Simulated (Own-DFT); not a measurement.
# Computed records: Ti$_{12}$O$_{23}$ (rutile with two vacancies, strained, atoms displaced), Si$_{23}$O$_{48}$ (quartz with one vacancy, atoms displaced)

All values are calculated (Own-DFT development build). A calculation, not a measurement: plane-wave PBE density functional theory by an unreviewed code, no spin, of a simulated periodic cell, stress positive in tension, free energy of the whole cell less one offset for each atom, defect cell not probed for a lower state with spin; oxygen file: force components 24 meV/angstrom off all-electron in one glass; forces on such cells passed a denser k mesh, this cell's mesh not checked; offsets are fitted by least squares, one for each functional and potential file, so energies compare only between cells with the same atoms and settings and are not formation energies; the far tail of each file's local potential was reset to the Coulomb form; each entry is a single point on an unrelaxed cell, so the pressure reflects the starting lattice, mostly measured values (interpolated for alloys), from which strain is counted, and rises with the displacements; printed positions are rounded, which can move forces by about a meV/angstrom; the program, named Own-DFT, is a retired in-house code; no spin-orbit coupling; before rounding, a Quantum ESPRESSO 7.3.1 run of the same cell and cutoff gave forces within 1 meV/angstrom rms on each cell, which checks the program and not the settings.

Settings shared by all entries: functional PBE; potential files PseudoDojo norm-conserving, scalar-relativistic, standard set; wave cutoff 72 hartree; occupations Fermi-Dirac; smearing width 0.1 eV.

(1) Ti$_{12}$O$_{23}$ (rutile with two vacancies, strained, atoms displaced)

```
CELL_PARAMETERS angstrom
9.34740 -0.13500 0.08400
-0.13500 9.15050 -0.15550
0.08120 -0.15020 8.98230
ATOMIC_POSITIONS crystal
Ti 0.99582 0.99597 0.99367
Ti 0.24467 0.25491 0.15839
O 0.15540 0.15768 0.00181
O 0.34577 0.34492 0.99237
O 0.40428 0.09604 0.16779
O 0.09739 0.40323 0.16700
Ti 0.00729 0.00162 0.33232
Ti 0.24817 0.25400 0.49778
O 0.14565 0.15064 0.34148
O 0.34333 0.35156 0.33567
O 0.39830 0.10489 0.50208
Ti 0.00145 0.00568 0.65510
Ti 0.24890 0.24917 0.83595
O 0.15775 0.15092 0.66203
O 0.35047 0.34205 0.65970
O 0.40294 0.10278 0.83829
O 0.08568 0.40073 0.82489
Ti 0.00384 0.50245 0.98981
Ti 0.24720 0.74978 0.16307
O 0.14610 0.65749 0.00222
O 0.35501 0.85017 0.00786
O 0.39677 0.59741 0.16309
O 0.09913 0.90282 0.15979
Ti 0.99875 0.49497 0.32881
Ti 0.25257 0.74852 0.50026
O 0.15291 0.65024 0.33676
O 0.35060 0.84974 0.33182
O 0.40843 0.58453 0.50275
O 0.08687 0.90193 0.50562
Ti 0.99325 0.49707 0.66462
Ti 0.25449 0.74939 0.83049
O 0.34624 0.84610 0.66213
O 0.40417 0.61173 0.82407
O 0.09608 0.90463 0.83017
Ti 0.51026 0.99530 0.99982
Ti 0.75255 0.25448 0.16823
O 0.65642 0.14750 0.99873
O 0.84309 0.34536 0.00162
O 0.90333 0.09735 0.15857
O 0.60251 0.40090 0.16050
Ti 0.49391 0.00766 0.33300
Ti 0.74478 0.25342 0.49960
O 0.64628 0.15454 0.33005
O 0.84965 0.34698 0.33064
O 0.90023 0.09957 0.50323
O 0.59180 0.39877 0.49280
Ti 0.50718 0.00272 0.67019
Ti 0.74361 0.25018 0.83122
O 0.65183 0.15184 0.68061
O 0.85555 0.34388 0.67117
O 0.89647 0.09012 0.82767
O 0.60186 0.39931 0.84057
Ti 0.49431 0.50588 0.00269
Ti 0.73842 0.74147 0.17053
O 0.65414 0.64708 0.00111
O 0.84271 0.85056 0.00349
O 0.90058 0.59554 0.16476
O 0.59804 0.90461 0.16720
Ti 0.50974 0.49839 0.34023
Ti 0.75082 0.75876 0.50739
O 0.65354 0.65603 0.33232
O 0.86045 0.84995 0.33131
O 0.90184 0.60064 0.49155
O 0.60062 0.90179 0.50895
Ti 0.50665 0.50902 0.66522
Ti 0.75677 0.74690 0.84010
O 0.65391 0.65669 0.66693
O 0.84574 0.84998 0.67049
O 0.89751 0.59685 0.82770
O 0.59453 0.90185 0.82517
```

- k mesh: 3 x 3 x 3 centred on Gamma
- free energy of cell above offsets: -13.077 eV
- pressure: 0.26 GPa
- stress xx: 0.46 GPa
- stress yy: -2.26 GPa
- stress zz: 1.02 GPa
- stress yz: -4.62 GPa
- stress xz: 1.7 GPa
- stress xy: -5.77 GPa

Force:
```csv
element,x (eV/Å),y (eV/Å),z (eV/Å)
Ti,-0.626,0.405,-0.116
Ti,0.785,-0.207,1.05
O,-0.663,-0.498,-0.386
O,0.235,1.065,0.829
O,-0.377,0.522,0.308
O,0.377,-0.304,-0.644
Ti,-1.514,-1.011,-1.256
Ti,2.088,-0.91,0.544
O,0.725,1.309,-0.608
O,-0.288,0.076,-0.289
O,0.564,-0.601,-0.289
Ti,-0.803,0.748,1.942
Ti,0.968,-1.131,-1.641
O,-0.703,0.361,0.141
O,-0.198,1.103,0.873
O,-0.19,-0.304,-0.283
O,1.102,0.182,-0.271
Ti,-1.282,-0.196,1.54
Ti,0.263,0.802,0.814
O,0.273,-0.501,-1.017
O,-1.041,-0.964,-0.743
O,0.466,-0.279,0.027
O,0.181,0.068,0.334
Ti,-0.421,2.032,-0.937
Ti,0.003,0.334,-1.835
O,0.148,-0.06,0.025
O,-0.6,-0.676,0.696
O,-0.99,1.673,0.166
O,1.69,-1.462,-1.122
Ti,-1.819,-0.059,0.325
Ti,0.184,1.721,1.175
O,-0.897,-0.642,0.292
O,-0.04,-0.995,0.527
O,0.817,-1.056,-0.26
Ti,-0.23,0.64,0.365
Ti,-0.017,-0.868,-1.521
O,-0.094,0.056,0.095
O,1.005,0.724,-0.033
O,0.169,0.272,0.796
O,-1.025,0.733,0.302
Ti,-0.436,0.289,-0.404
Ti,0.592,-1.085,-0.421
O,0.871,0.412,0.844
O,-0.001,-0.176,1.143
O,-0.377,0.438,-0.284
O,1.239,-0.363,0.55
Ti,-0.965,-0.018,0.193
Ti,0.775,0.006,2.219
O,-0.257,0.09,-2.222
O,-0.08,0.466,-1.233
O,0.508,0.47,0.713
O,-0.812,0.889,-0.785
Ti,0.613,-0.787,0.339
Ti,1.552,1.285,0.274
O,-0.208,0.317,-0.433
O,-0.141,-0.631,-0.458
O,0.144,-0.13,0.084
O,0.243,-0.531,0.048
Ti,-0.854,-0.704,-1.412
Ti,0.919,0.926,-0.62
O,-0.564,-0.478,0.629
O,-1.581,-0.802,0.199
O,0.7,-0.843,1.176
O,-0.124,0.202,-0.644
Ti,-0.533,-0.934,0.712
Ti,-0.074,1.049,-0.312
O,-0.155,-0.793,-0.123
O,-0.128,-0.596,-0.002
O,0.787,0.281,-0.023
O,0.122,-0.351,0.338
```

(2) Ti$_{12}$O$_{23}$ (rutile with two vacancies, strained, atoms displaced)

```
CELL_PARAMETERS angstrom
9.20830 0.07090 -0.10590
0.07090 9.06840 0.09750
-0.10230 0.09420 8.91020
ATOMIC_POSITIONS crystal
Ti 0.00240 0.99570 0.99821
Ti 0.25014 0.24886 0.17319
O 0.15318 0.15102 0.00392
O 0.34650 0.34708 0.99718
O 0.39581 0.09776 0.16875
O 0.09852 0.40466 0.17584
Ti 0.00062 0.00412 0.32831
Ti 0.25108 0.25307 0.49788
O 0.15508 0.15247 0.33550
O 0.34773 0.34488 0.33174
O 0.40150 0.09396 0.50147
O 0.09073 0.41121 0.49465
Ti 0.00113 0.99499 0.66630
Ti 0.25285 0.24451 0.83921
O 0.15102 0.15025 0.66647
O 0.35065 0.34718 0.66951
O 0.09908 0.40572 0.83346
Ti 0.00107 0.49950 0.00510
Ti 0.25211 0.75207 0.16631
O 0.14772 0.65615 0.00087
O 0.40290 0.59813 0.16185
O 0.09850 0.89664 0.16136
Ti 0.00278 0.49957 0.33420
Ti 0.25277 0.74924 0.49959
O 0.15373 0.65180 0.33079
O 0.34737 0.84815 0.33706
O 0.40413 0.59322 0.50029
O 0.09831 0.89944 0.50933
Ti 0.00174 0.50617 0.67270
Ti 0.25215 0.75301 0.83341
O 0.15412 0.65341 0.66359
O 0.34954 0.84495 0.66780
O 0.40339 0.59696 0.83800
O 0.09514 0.89891 0.83497
Ti 0.50359 0.99843 0.99809
Ti 0.75433 0.25416 0.16535
O 0.65176 0.15390 0.00279
O 0.84985 0.35313 0.99404
O 0.90211 0.09416 0.16803
O 0.59629 0.40350 0.16825
Ti 0.49747 0.00259 0.32957
Ti 0.75165 0.25003 0.49711
O 0.65469 0.14850 0.32959
O 0.84170 0.34900 0.33153
O 0.90767 0.09498 0.50061
O 0.59797 0.39831 0.49999
Ti 0.49491 0.99657 0.67080
Ti 0.74893 0.25503 0.83534
O 0.65355 0.15533 0.66336
O 0.84769 0.34673 0.66376
O 0.89858 0.10033 0.83616
O 0.59702 0.39747 0.82710
Ti 0.50055 0.50318 0.99513
Ti 0.74843 0.74823 0.16746
O 0.64787 0.64911 0.00742
O 0.84825 0.84776 0.99784
O 0.89866 0.59439 0.16305
O 0.59834 0.90455 0.16188
Ti 0.50149 0.49453 0.33894
Ti 0.75243 0.75358 0.49552
O 0.64870 0.65080 0.33794
O 0.85039 0.84733 0.32433
O 0.90411 0.59991 0.50158
O 0.60335 0.89960 0.50054
Ti 0.49862 0.50120 0.66379
Ti 0.74750 0.74970 0.83312
O 0.65204 0.65709 0.67100
O 0.84978 0.84214 0.66985
O 0.90754 0.59742 0.83558
O 0.60063 0.90202 0.83809
```

- k mesh: 3 x 3 x 3 centred on Gamma
- free energy of cell above offsets: -14.231 eV
- pressure: 6.03 GPa
- stress xx: -5.55 GPa
- stress yy: -7.45 GPa
- stress zz: -5.09 GPa
- stress yz: 2.86 GPa
- stress xz: -3.74 GPa
- stress xy: 3.64 GPa

Force:
```csv
element,x (eV/Å),y (eV/Å),z (eV/Å)
Ti,-0.877,0.228,-0.768
Ti,-0.296,0.429,-1.16
O,0.146,-0.086,-0.433
O,0.182,-0.54,-0.047
O,0.406,-0.701,-0.893
O,0.337,-0.603,-0.537
Ti,-0.17,-0.598,1.067
Ti,-0.321,-0.199,1.412
O,-0.395,-0.35,0.047
O,0.228,0.339,0.475
O,-0.144,0.372,-0.196
O,1.815,-1.885,1.138
Ti,-0.508,0.537,-0.194
Ti,-1.248,0.96,-0.323
O,0.836,0.325,0.257
O,-0.264,-0.548,0.036
O,0.698,-0.89,0.36
Ti,0.127,0.345,-0.498
Ti,-0.399,-1.315,1.108
O,1.267,0.57,-0.057
O,-0.42,0.612,-0.034
O,0.345,0.481,0.8
Ti,-0.869,0.905,0.096
Ti,-0.994,0,-0.187
O,0.278,0.358,-0.094
O,0.234,0.146,-0.499
O,-0.506,0.443,-0.399
O,0.251,-0.148,-0.749
Ti,-0.632,-0.247,-0.279
Ti,-0.854,-0.552,-0.552
O,0.259,-0.137,0.45
O,0.521,0.475,0.107
O,-0.651,0.906,-0.986
O,0.844,-0.211,0.384
Ti,1.836,1.181,1.063
Ti,-0.681,0.259,0.197
O,-0.986,-0.459,-0.311
O,-0.229,-0.447,0.729
O,0.111,0.485,-0.36
O,0.224,-0.526,0.222
Ti,0.847,-0.098,1.18
Ti,0.277,-0.557,1.126
O,-0.323,-0.134,-0.067
O,0.563,0.203,-0.063
O,-0.392,0.243,-0.806
O,-0.343,0.363,0.317
Ti,0.792,0.25,-1.639
Ti,0.511,-0.737,-1.344
O,-0.836,-0.854,0.27
O,0.221,0.31,0.029
O,0.583,-0.517,-0.049
O,-0.398,0.649,0.595
Ti,0.325,-0.53,1.379
Ti,0.648,-0.483,-0.197
O,0.379,0.309,-0.752
O,-0.206,-0.135,0.424
O,-0.184,0.382,-0.087
O,-0.931,-0.305,-0.068
Ti,0.564,0.488,-1.58
Ti,0.224,-0.242,0.493
O,0.225,0.18,-0.365
O,-0.024,0.044,0.553
O,-0.476,0.406,-0.358
O,-0.722,0.597,0.092
Ti,0.67,-0.169,0.664
Ti,0.966,-0.488,-0.29
O,-0.522,-0.76,-0.272
O,-0.007,0.429,0.121
O,-0.709,0.477,-0.16
O,-1.224,0.772,0.46
```

(3) Si$_{23}$O$_{48}$ (quartz with one vacancy, atoms displaced)

```
CELL_PARAMETERS angstrom
9.82680 0.00000 0.00000
-4.91340 8.51030 0.00000
0.00000 0.00000 10.81040
ATOMIC_POSITIONS crystal
Si 0.23540 0.00177 0.99271
Si 0.00093 0.23732 0.33049
Si 0.26411 0.26369 0.16691
O 0.20422 0.13058 0.06231
O 0.42365 0.29285 0.22321
O 0.36238 0.07339 0.39337
O 0.07248 0.36788 0.44549
O 0.13011 0.20755 0.27541
O 0.29259 0.42201 0.10786
Si 0.23886 0.00495 0.50036
Si 0.99856 0.23410 0.83161
Si 0.26789 0.26883 0.66146
O 0.20791 0.13521 0.56100
O 0.42462 0.29463 0.72745
O 0.36667 0.06992 0.89177
O 0.07342 0.36664 0.93741
O 0.13220 0.20094 0.77254
O 0.29094 0.42393 0.61166
Si 0.23359 0.49368 0.00374
Si 0.00094 0.73678 0.33759
Si 0.25555 0.75518 0.16808
O 0.20832 0.63354 0.05915
O 0.43288 0.79748 0.22909
O 0.36457 0.57257 0.39222
O 0.07510 0.86976 0.44164
O 0.14061 0.71143 0.27050
O 0.29197 0.92753 0.10401
Si 0.24498 0.50425 0.50186
Si 0.99517 0.73379 0.83266
Si 0.26387 0.76004 0.67022
O 0.21410 0.63729 0.55796
O 0.42833 0.79175 0.73240
O 0.37155 0.57523 0.89202
O 0.07603 0.86817 0.94191
O 0.13111 0.70526 0.77391
O 0.28907 0.92607 0.60225
Si 0.73949 0.00486 0.00204
Si 0.50676 0.23681 0.33589
Si 0.76480 0.26765 0.17041
O 0.70798 0.13226 0.05557
O 0.93085 0.29704 0.22274
O 0.87186 0.07612 0.39259
O 0.56922 0.36985 0.44348
O 0.62591 0.20371 0.27266
O 0.79102 0.42249 0.11052
Si 0.73656 0.99707 0.50701
Si 0.50331 0.23507 0.83441
Si 0.76652 0.26486 0.66759
O 0.70355 0.13689 0.55914
O 0.93025 0.29518 0.72579
O 0.86517 0.07621 0.89445
O 0.56407 0.36275 0.93742
O 0.62677 0.20315 0.77600
O 0.79133 0.42232 0.60793
Si 0.73565 0.49695 0.00191
Si 0.76696 0.77038 0.16709
O 0.71291 0.63394 0.05825
O 0.92747 0.79559 0.22749
O 0.86565 0.58174 0.38913
O 0.57144 0.86186 0.44132
O 0.63171 0.70381 0.27393
O 0.78709 0.91802 0.10338
Si 0.72976 0.49571 0.49903
Si 0.49698 0.73697 0.83261
Si 0.76866 0.76767 0.66380
O 0.71788 0.64046 0.55872
O 0.92980 0.79007 0.72152
O 0.86115 0.57139 0.89404
O 0.57216 0.86993 0.94140
O 0.63435 0.70954 0.77548
O 0.79022 0.92474 0.61075
```

- k mesh: 3 x 3 x 2 centred on Gamma
- stress zz: ?
- stress yy: ?

**Q.** What stress zz does the calculation give for Si$_{23}$O$_{48}$ (quartz with one vacancy, atoms displaced) (entry 3)?
**A.** -8.08 GPa

**Q.** What stress yy does the calculation give for Si$_{23}$O$_{48}$ (quartz with one vacancy, atoms displaced) (entry 3)?
**A.** -8.95 GPa

Further results for Si$_{23}$O$_{48}$ (quartz with one vacancy, atoms displaced) (entry 3):

* free energy of cell above offsets: -8.084 eV
* pressure: 8.36 GPa
* stress xx: -8.05 GPa
* stress yz: 1.22 GPa
* stress xz: 0.1 GPa
* stress xy: 1.39 GPa

Force:
```csv
element,x (eV/Å),y (eV/Å),z (eV/Å)
Si,0.516,0.598,3.13
Si,-0.62,0.875,2.302
Si,-0.428,-1.376,0.798
O,-0.238,-0.379,-0.853
O,2.87,-0.037,2.12
O,1.687,1.652,-1.664
O,0.177,-0.126,-0.611
O,2.141,-0.192,-1.172
O,-0.402,1.223,-0.27
Si,-1.365,-0.831,-0.017
Si,1.975,-0.261,0.162
Si,0.497,-2.846,3.638
O,-0.444,-0.409,-1.112
O,1.203,-0.024,0.302
O,0.873,0.67,-1.382
O,-0.19,0.28,0.551
O,-0.368,0.262,-0.183
O,-0.929,3.28,-1.13
Si,0.583,1.72,-2.104
Si,1.155,2.228,-1.995
Si,4.462,4.638,-3.189
O,0.042,-1.602,-1.117
O,-0.629,-0.151,-0.452
O,1.347,0.522,-1.807
O,-0.349,-0.1,-0.003
O,-5.053,-1.73,5.011
O,0.508,-1.25,0.714
Si,-1.918,-1.095,0.023
Si,1.061,0.384,1.015
Si,-0.252,2.26,-1.384
O,-0.563,0.102,0.604
O,-3.626,1.512,-3.82
O,-1.397,-2.07,1.748
O,-1.876,-2.391,-1.72
O,-0.164,-0.427,0.563
O,2.038,-1.973,2.682
Si,-0.853,-2.975,-1.306
Si,-5.633,-0.316,-0.087
Si,1.038,-3.128,-1.129
O,-1.75,3.23,2.808
O,-0.612,0.229,-0.089
O,-1.26,-1.247,1.527
O,-0.736,-1.407,-0.905
O,3.466,-0.335,-1.077
O,-0.666,1.848,-0.898
Si,-1.58,1.421,-3.749
Si,-3.689,-0.812,-0.987
Si,-0.781,-0.852,1.333
O,0.83,-1.302,-0.601
O,-0.898,0.277,-0.798
O,0.839,-0.141,-0.851
O,1.399,2.726,2.765
O,4.096,-0.054,-2.102
O,-0.82,1.703,-1.076
Si,-2.026,-1.173,-0.359
Si,0.628,-3.289,0.795
O,-0.613,0.674,0.766
O,0.862,0.291,0.242
O,-1.006,-3.575,1.728
O,0.178,0.167,0.127
O,-0.187,-0.074,0.432
O,-0.304,3.021,-0.789
Si,1.935,2.635,0.97
Si,3.772,-0.194,3.53
Si,-0.578,-1.867,2.812
O,-0.231,-1.312,-0.997
O,-0.381,0.616,-0.18
O,1.032,0.249,-0.96
O,0.282,0.235,0.023
O,1.18,0.242,-1.052
O,0.74,1.553,0.753
```
